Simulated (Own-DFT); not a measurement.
# What random displacements cost in beta-Si3N4, 42 atoms (N24Si18)

All numbers below are calculated, not measured. The program, named Own-DFT, is a retired in-house plane-wave density functional code that no person has reviewed. Each row is one single-point run on a periodic cell that was not relaxed, without spin or spin-orbit coupling.

Settings of every run: PBE; PseudoDojo norm-conserving scalar-relativistic files; cutoff 42 hartree; 3 x 3 x 3 k mesh centred on Gamma; Fermi-Dirac smearing of 0.1 eV.

Known limits, some of them of some rows only: some atoms lie very close together; forces on such cells passed a denser k mesh, each cell not checked; stress not checked against mesh or cutoff.

Cell vectors in Å: (7.606, 0.000, 0.000); (-3.803, 6.587, 0.000); (0.000, 0.000, 8.727). In each run every atom was moved at random and independently from its ideal site; u is the rms move along one axis. E is the free energy for each atom above the fitted value at u = 0, and F the rms of the force components.

| run | u (Å) | E (meV/atom) | F (eV/Å) | largest force (eV/Å) | P (GPa) |
|---|---|---|---|---|---|
| 1 | 0.0184 | 18.4 | 0.871 | 2.66 | 5.53 |
| 2 | 0.0201 | ? | ? | ? | ? |
| 3 | 0.0471 | 78.0 | 1.552 | 4.27 | 7.11 |
| 4 | 0.0513 | 124.7 | 2.011 | 6.21 | 8.23 |
| 5 | 0.0960 | 460.4 | 4.970 | 19.85 | 16.92 |
| 6 | 0.1004 | 455.0 | 4.726 | 20.59 | 18.17 |
| 7 | 0.1045 | 585.1 | 5.708 | 19.98 | 20.53 |
| 8 | 0.1506 | 981.2 | 7.390 | 44.14 | 29.59 |

## Worked fit

For small independent moves the energy grows as E = (3/2) K u², with K the mean stiffness felt by one atom. The runs with u up to 0.11 Å give K = 31.5 ± 2.3 eV/Å², with residuals divided by u² + 0.0006 Å², since the noise grows with the moves. The scatter is 18.5 meV/atom at u = 0.05 Å. The forces follow F = G u with G = 46.1 eV/Å²; no force at u = 0 is resolved. G exceeds K because the moves of its neighbours add to the force on an atom, and stiffness differs between atoms. At u = 0.151 Å the parabola gives 1070 meV/atom and the run 981. The pressure follows P = 4.55 + 1390 u² GPa: at fixed volume, shortened bonds push harder than stretched ones pull.

## Withheld run

Question: what energy and rms force should run 2 give?

The fit gives 19 ± 6 meV/atom and about 0.93 eV/Å. The calculation gave 16.7 meV/atom and 0.819 eV/Å.
